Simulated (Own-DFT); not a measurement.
SiC (4H silicon carbide, atoms displaced) (calculated)

Computed with Own-DFT development build. A calculation, not a measurement: plane-wave PBE density functional theory by an unreviewed code, no spin, of a simulated periodic cell, stress positive in tension, free energy of the whole cell less one offset for each atom, forces on such cells passed a denser k mesh, this cell's mesh not checked; offsets are fitted by least squares, one for each functional and potential file, so energies compare only between cells with the same atoms and settings and are not formation energies; the far tail of each file's local potential was reset to the Coulomb form; each entry is a single point on an unrelaxed cell, so the pressure reflects the starting lattice, mostly measured values (interpolated for alloys), from which strain is counted, and rises with the displacements; printed positions are rounded, which can move forces by about a meV/angstrom; the program, named Own-DFT, is a retired in-house code; no spin-orbit coupling.

```json
{"formula": "SiC", "kind": "4H silicon carbide, atoms displaced", "structure": {"cell_angstrom": [[12.3308, 0.0, 0.0], [-6.1654, 10.6788, 0.0], [0.0, 0.0, 10.0681]], "atoms_fractional": [["Si", 0.99826, 0.99813, 0.40136], ["Si", 0.08456, 0.16652, 0.15528], ["C", 0.9956, 0.99942, 0.0929], ["C", 0.08421, 0.16804, 0.34341], ["Si", 0.99814, 0.2496, 0.40624], ["Si", 0.07821, 0.41261, 0.15852], ["C", 0.9997, 0.25591, 0.09292], ["C", 0.0827, 0.41538, 0.34584], ["Si", 0.99693, 0.49874, 0.40277], ["Si", 0.08178, 0.66385, 0.15558], ["C", 0.0047, 0.50326, 0.09765], ["C", 0.08589, 0.67011, 0.34027], ["Si", 0.00367, 0.75111, 0.40133], ["Si", 0.08631, 0.91687, 0.15679], ["C", 0.00344, 0.75057, 0.08677], ["C", 0.08012, 0.916, 0.34497], ["Si", 0.24684, 0.00062, 0.40511], ["Si", 0.33491, 0.17141, 0.1572], ["C", 0.25203, 0.99975, 0.09193], ["C", 0.32918, 0.16237, 0.34419], ["Si", 0.25087, 0.25216, 0.40848], ["Si", 0.33514, 0.41625, 0.16067], ["C", 0.25172, 0.24943, 0.09384], ["C", 0.33421, 0.41759, 0.34869], ["Si", 0.2502, 0.50097, 0.41071], ["Si", 0.33125, 0.66369, 0.16092], ["C", 0.24649, 0.49633, 0.09495], ["C", 0.33234, 0.66802, 0.34468], ["Si", 0.25163, 0.74955, 0.41106], ["Si", 0.33511, 0.9162, 0.15507], ["C", 0.25583, 0.75315, 0.09411], ["C", 0.33722, 0.91723, 0.3356], ["Si", 0.49969, 0.00451, 0.40196], ["Si", 0.58204, 0.16321, 0.15442], ["C", 0.5017, 0.99822, 0.09209], ["C", 0.58413, 0.1692, 0.34358], ["Si", 0.49452, 0.25028, 0.40079], ["Si", 0.58155, 0.41753, 0.15683], ["C", 0.49976, 0.25374, 0.08967], ["C", 0.5853, 0.41716, 0.34601], ["Si", 0.50172, 0.50111, 0.4146], ["Si", 0.57912, 0.66272, 0.16341], ["C", 0.4972, 0.49563, 0.09267], ["C", 0.58513, 0.66885, 0.34529], ["Si", 0.50159, 0.75199, 0.40928], ["Si", 0.58636, 0.92167, 0.15326], ["C", 0.5008, 0.75232, 0.08748], ["C", 0.58257, 0.91574, 0.33947], ["Si", 0.74681, 0.99825, 0.40674], ["Si", 0.83598, 0.16502, 0.15743], ["C", 0.73986, 0.99484, 0.09559], ["C", 0.82873, 0.1646, 0.33814], ["Si", 0.75142, 0.25025, 0.40664], ["Si", 0.83087, 0.41492, 0.15243], ["C", 0.74313, 0.24766, 0.09775], ["C", 0.83133, 0.4126, 0.34466], ["Si", 0.75301, 0.50065, 0.40371], ["Si", 0.8352, 0.66861, 0.15521], ["C", 0.74398, 0.49645, 0.0957], ["C", 0.83511, 0.66803, 0.34643], ["Si", 0.74884, 0.74926, 0.40606], ["Si", 0.83479, 0.92183, 0.15741], ["C", 0.75477, 0.75474, 0.09002], ["C", 0.83006, 0.91755, 0.3451], ["Si", 0.00083, 0.99883, 0.90243], ["Si", 0.91624, 0.83151, 0.65649], ["C", 0.99707, 0.00175, 0.59278], ["C", 0.91891, 0.83167, 0.84095], ["Si", 0.99685, 0.7502, 0.90921], ["Si", 0.91905, 0.58737, 0.65986], ["C", 0.99786, 0.7471, 0.59207], ["C", 0.912, 0.57851, 0.84405], ["Si", 0.99991, 0.49609, 0.90662], ["Si", 0.91382, 0.33094, 0.65812], ["C", 0.99969, 0.49916, 0.58842], ["C", 0.91504, 0.3316, 0.84555], ["Si", 0.00204, 0.25333, 0.90593], ["Si", 0.92145, 0.08221, 0.65536], ["C", 0.00269, 0.2503, 0.5977], ["C", 0.91535, 0.08548, 0.84467], ["Si", 0.75495, 0.00667, 0.90646], ["Si", 0.66709, 0.83092, 0.65759], ["C", 0.75102, 0.99871, 0.59786], ["C", 0.66382, 0.83236, 0.84298], ["Si", 0.7519, 0.75138, 0.91036], ["Si", 0.66521, 0.58278, 0.65869], ["C", 0.75381, 0.75475, 0.59967], ["C", 0.66209, 0.57926, 0.83928], ["Si", 0.75081, 0.50018, 0.90318], ["Si", 0.66382, 0.33078, 0.65938], ["C", 0.74956, 0.49976, 0.59698], ["C", 0.66777, 0.33321, 0.84212], ["Si", 0.7489, 0.25251, 0.90334], ["Si", 0.66689, 0.08363, 0.65183], ["C", 0.74753, 0.2497, 0.5931], ["C", 0.66718, 0.08535, 0.84592], ["Si", 0.49817, 0.99945, 0.90385], ["Si", 0.41036, 0.8301, 0.65617], ["C", 0.49815, 0.99808, 0.58913], ["C", 0.41798, 0.83005, 0.84979], ["Si", 0.49719, 0.75158, 0.90501], ["Si", 0.42268, 0.58401, 0.66343], ["C", 0.50198, 0.75332, 0.58815], ["C", 0.41563, 0.58523, 0.84842], ["Si", 0.50262, 0.50376, 0.91188], ["Si", 0.41493, 0.33294, 0.6518], ["C", 0.49764, 0.49383, 0.59447], ["C", 0.41953, 0.33128, 0.8432], ["Si", 0.4995, 0.25073, 0.90303], ["Si", 0.4215, 0.09084, 0.65231], ["C", 0.4996, 0.24969, 0.59298], ["C", 0.42192, 0.08629, 0.83623], ["Si", 0.24877, 0.00059, 0.91099], ["Si", 0.16959, 0.83362, 0.65183], ["C", 0.24814, 0.00263, 0.58929], ["C", 0.16906, 0.83463, 0.84264], ["Si", 0.24807, 0.74708, 0.89829], ["Si", 0.16857, 0.58235, 0.65638], ["C", 0.24362, 0.74501, 0.59553], ["C", 0.16306, 0.58527, 0.8422], ["Si", 0.24625, 0.49445, 0.90394], ["Si", 0.17182, 0.33694, 0.6586], ["C", 0.25315, 0.49858, 0.58968], ["C", 0.16864, 0.3347, 0.84645], ["Si", 0.24791, 0.24832, 0.91181], ["Si", 0.16763, 0.08578, 0.65511], ["C", 0.24972, 0.25347, 0.59382], ["C", 0.16029, 0.08351, 0.83998]]}, "settings": {"functional": "PBE", "potential_files": "PseudoDojo norm-conserving, scalar-relativistic, standard set", "wave_cutoff [hartree]": 42.0, "occupations": "Fermi-Dirac", "smearing_width [eV]": 0.1, "hardware": "one NVIDIA H200", "k_mesh": "3 x 3 x 3 centred on Gamma"}, "results": {"free_energy_of_cell_above_offsets [eV]": "-18.240", "pressure [GPa]": 3.83, "stress_xx [GPa]": -3.02, "stress_yy [GPa]": -3.11, "stress_zz [GPa]": -5.35, "stress_yz [GPa]": 0.21, "stress_xz [GPa]": 0.26, "stress_xy [GPa]": 0.08, "force_element": ["Si", "Si", "C", "C", "Si", "Si", "C", "C", "Si", "Si", "C", "C", "Si", "Si", "C", "C", "Si", "Si", "C", "C", "Si", "Si", "C", "C", "Si", "Si", "C", "C", "Si", "Si", "C", "C", "Si", "Si", "C", "C", "Si", "Si", "C", "C", "Si", "Si", "C", "C", "Si", "Si", "C", "C", "Si", "Si", "C", "C", "Si", "Si", "C", "C", "Si", "Si", "C", "C", "Si", "Si", "C", "C", "Si", "Si", "C", "C", "Si", "Si", "C", "C", "Si", "Si", "C", "C", "Si", "Si", "C", "C", "Si", "Si", "C", "C", "Si", "Si", "C", "C", "Si", "Si", "C", "C", "Si", "Si", "C", "C", "Si", "Si", "C", "C", "Si", "Si", "C", "C", "Si", "Si", "C", "C", "Si", "Si", "C", "C", "Si", "Si", "C", "C", "Si", "Si", "C", "C", "Si", "Si", "C", "C", "Si", "Si", "C", "C"], "force_x [eV/angstrom]": [-0.77, -0.573, 1.472, -0.064, 0.04, 0.995, 0.87, -0.112, 0.49, 1.13, -1.135, 0.101, -0.733, -0.768, -0.56, 0.722, 1.08, 0.766, -0.383, -0.419, -0.357, -1.045, -0.843, 0.355, -0.07, 0.271, 0.29, 0.813, -0.473, 0.245, -1.187, -1.497, 0.826, -1.094, -1.194, -0.434, 1.654, 0.343, 0.405, -0.919, 0.018, 0.261, -0.053, -0.34, -0.511, -1.472, 0.13, -0.343, -0.137, -1.857, 3.513, 1.043, -0.746, 0.025, 2.029, 0.013, -0.242, -0.194, 0.989, -0.033, 0.589, -0.899, -0.497, 0.816, -1.433, 0.601, 2.087, -0.93, 1.556, -0.01, 0.542, 1.103, -0.93, 0.424, 0.011, 0.196, -0.23, -2.166, -0.347, 1.453, -1.291, -0.683, -0.092, 0.672, -0.744, 0.628, -0.54, 0.616, -1.089, 0.189, 0.121, -0.599, 0.174, 0.004, 0.475, -0.134, 0.709, 1.325, -0.335, -1.972, 1.857, -1.036, -0.04, 0.291, -0.426, 0.657, 0.056, -1.931, 0.813, -0.29, -0.438, -1.265, 0.522, -1.777, 0.957, -0.671, 0.182, -0.832, 1.143, 1.221, -0.134, -1.024, -0.119, -0.085, 0.978, -0.665, 0.572, 1.782], "force_y [eV/angstrom]": [0.716, 0.361, 0.522, -0.278, -0.227, 1.594, -2.03, 0.216, 0.377, 1.864, -1.536, -0.748, -0.569, -0.062, -0.142, 0.11, -0.861, -1.192, 0.743, 1.345, -0.444, 0.015, 0.186, 0.208, -0.065, 0.776, 0.01, -0.597, 0.534, -0.147, -1.365, -0.1, -0.852, 0.555, 0.683, 0.048, -0.115, -0.525, -0.96, 0.277, -0.107, 1.309, 1.097, -0.834, 0.03, -2.561, -0.817, 0.414, 0.315, 0.014, 2.403, 0.183, -0.357, -0.002, 0.546, 0.992, -0.319, -0.259, 1.275, -0.016, 0.651, -1.273, -0.879, -0.306, -0.13, 0.76, -1.01, 0.352, -0.533, -1.581, 1.234, 1.187, 0.862, 0.555, 0.099, 0.353, -0.762, 0.745, 0.052, 0.082, -1.706, 1.074, 0.388, 0.478, -0.311, 0.004, -1.739, 1.143, -0.58, 0.951, 0.079, 0.215, -1.0, -0.634, -0.117, -0.133, 0.207, 0.824, 0.21, 0.976, -0.507, 0.115, -0.974, -0.709, -1.163, -0.811, 1.906, 0.817, -0.22, -2.163, 0.983, -0.586, 0.184, 0.49, -0.24, -0.077, 1.132, -1.225, 0.766, -1.517, 2.076, -0.523, 0.993, -0.798, 0.385, -0.352, -0.747, 0.349], "force_z [eV/angstrom]": [1.033, 0.049, -0.225, 0.004, 0.392, 0.453, -0.233, -0.024, 0.279, -0.444, -1.096, 0.705, 1.13, -0.53, 2.26, -0.67, -0.375, -0.497, 1.025, -0.275, -0.442, -0.427, 0.629, -0.359, -1.584, -1.573, 0.035, 0.969, -1.702, -0.853, -0.77, 2.346, 0.119, 0.295, -0.377, -0.145, 0.949, 0.241, 0.781, -0.314, -1.802, -2.339, 1.247, 0.965, -1.653, 0.789, 2.114, 0.805, 0.331, -1.141, -1.146, 1.903, -0.319, 0.836, -1.443, -0.74, 1.164, -0.083, -0.813, -0.825, 0.654, -0.18, 1.887, -0.317, 0.568, -0.419, -0.562, 0.709, -1.946, -1.055, -0.275, 0.731, 0.219, -0.723, 1.247, -0.112, -0.06, 0.514, -0.492, 0.048, -0.089, 0.163, -0.945, 0.592, -1.843, -1.021, -1.478, 1.953, 0.56, -1.125, -0.615, 0.551, 1.241, 1.01, 0.019, -0.809, 0.132, 0.185, 0.458, -2.193, 0.652, -1.449, 2.083, -0.315, -1.53, 1.523, 0.719, -0.09, 0.277, -0.201, -0.994, 1.455, -2.197, 0.946, 0.58, -0.138, 2.284, -0.557, -0.403, -0.11, 1.218, -0.342, 2.217, -0.445, -1.562, -0.443, -0.006, 1.02], "wall_time [s]": 511.0}}
```
